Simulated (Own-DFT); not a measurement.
Si₃N₄ (beta silicon nitride, atoms displaced) (calculated)

All values are calculated (Own-DFT development build). A calculation, not a measurement: plane-wave PBE density functional theory by an unreviewed code, no spin, of a simulated periodic cell, stress positive in tension, free energy of the whole cell less one offset for each atom, forces on such cells passed a denser k mesh, this cell's mesh not checked; offsets are fitted by least squares, one for each functional and potential file, so energies compare only between cells with the same atoms and settings and are not formation energies; the far tail of each file's local potential was reset to the Coulomb form; each entry is a single point on an unrelaxed cell, so the pressure reflects the starting lattice, mostly measured values (interpolated for alloys), from which strain is counted, and rises with the displacements; printed positions are rounded, which can move forces by about a meV/angstrom; the program, named Own-DFT, is a retired in-house code; no spin-orbit coupling; before rounding, a Quantum ESPRESSO 7.3.1 run of the same cell and cutoff gave forces within 1 meV/angstrom rms on each cell, which checks the program and not the settings.

## Si₃N₄ (beta silicon nitride, atoms displaced)

```
Si3N4
1.0
      7.6060     0.0000     0.0000
     -3.8030     6.5870     0.0000
      0.0000     0.0000     8.7270
Si N Si N Si N
6 8 6 8 6 8
Direct
  0.17237 0.76162 0.08313
  0.23272 0.40638 0.08804
  0.59915 0.82611 0.08962
  0.81812 0.22787 0.25711
  0.75998 0.59511 0.24455
  0.40543 0.17697 0.24333
  0.32158 0.02049 0.08719
  0.96878 0.30175 0.07445
  0.69830 0.67387 0.07858
  0.67575 0.96967 0.25059
  0.03078 0.69705 0.24789
  0.30103 0.33993 0.25135
  0.33894 0.67838 0.08821
  0.66697 0.32758 0.25399
  0.17730 0.77072 0.40973
  0.22490 0.40603 0.41983
  0.61148 0.83581 0.41906
  0.82251 0.22060 0.57708
  0.77505 0.59712 0.57673
  0.40615 0.17957 0.60046
  0.35081 0.04308 0.42715
  0.96433 0.30732 0.42297
  0.70569 0.66710 0.41862
  0.65597 0.95855 0.57649
  0.03025 0.70352 0.58141
  0.29207 0.33221 0.59581
  0.31861 0.65989 0.42500
  0.65789 0.32906 0.57998
  0.17654 0.77756 0.75398
  0.24165 0.39461 0.75002
  0.60301 0.82834 0.74848
  0.81655 0.21374 0.91233
  0.77638 0.59718 0.91947
  0.39968 0.17286 0.91648
  0.32263 0.02845 0.74567
  0.95516 0.27981 0.75246
  0.69768 0.67443 0.75120
  0.65572 0.97234 0.92090
  0.03618 0.71477 0.92624
  0.29961 0.33191 0.92252
  0.33177 0.67229 0.74933
  0.66621 0.32989 0.91755
```

| Quantity | Value |
| --- | --- |
| functional | PBE |
| potential files | PseudoDojo norm-conserving, scalar-relativistic, standard set |
| wave cutoff | 42 hartree |
| occupations | Fermi-Dirac |
| smearing width | 0.1 eV |
| k mesh | 3 x 3 x 3 centred on Gamma |
| free energy of cell above offsets | -3.260 eV |
| pressure | 8.3 GPa |
| stress xx | -6.36 GPa |
| stress yy | -7.08 GPa |
| stress zz | -11.46 GPa |
| stress yz | -0.43 GPa |
| stress xz | 1.16 GPa |
| stress xy | 1.52 GPa |

Force:
```csv
element,x (eV/Å),y (eV/Å),z (eV/Å)
Si,0.509,0.694,1.724
Si,-2.271,1.557,-1.268
Si,-2.272,0.657,-2.026
Si,1.825,1.329,-2.544
Si,2.535,-0.994,1.006
Si,0.168,-0.764,3.063
N,-0.053,2.199,-1.079
N,0.13,-0.343,2.466
N,1.006,-0.872,0.888
N,0.398,0.023,0.921
N,-1.711,-0.415,-0.054
N,1.265,-1.17,1.05
N,1.284,-2.418,0.067
N,-2.104,1.939,-0.874
Si,-0.634,1.685,2.109
Si,0.444,0.537,0.763
Si,-2.267,-4.337,-2.28
Si,-2.326,0.754,3.564
Si,0.28,-1.55,2.845
Si,-0.062,0.722,-5.216
N,-1.526,-1.486,-2.119
N,1.375,-0.464,-2.153
N,-1.998,1.262,-2.13
N,0.872,2.875,2.81
N,0.425,0.524,0.54
N,3.273,-2.172,-6.361
N,3.443,1.134,-0.834
N,1.897,1.411,0.708
Si,0.325,-2.975,-1.185
Si,-6.729,4.199,5.16
Si,-3.363,-0.443,1.123
Si,-0.254,3.588,1.255
Si,-0.725,-1.096,-1.549
Si,1.461,-0.327,1.201
N,-0.112,0.728,3.754
N,2.18,0.845,-2.068
N,2.79,-1.418,-0.24
N,0.522,-3.44,-0.345
N,-1.114,-0.833,-2.903
N,0.906,-0.571,-0.27
N,1.121,-1.219,0.515
N,-0.91,0.645,-0.035
```
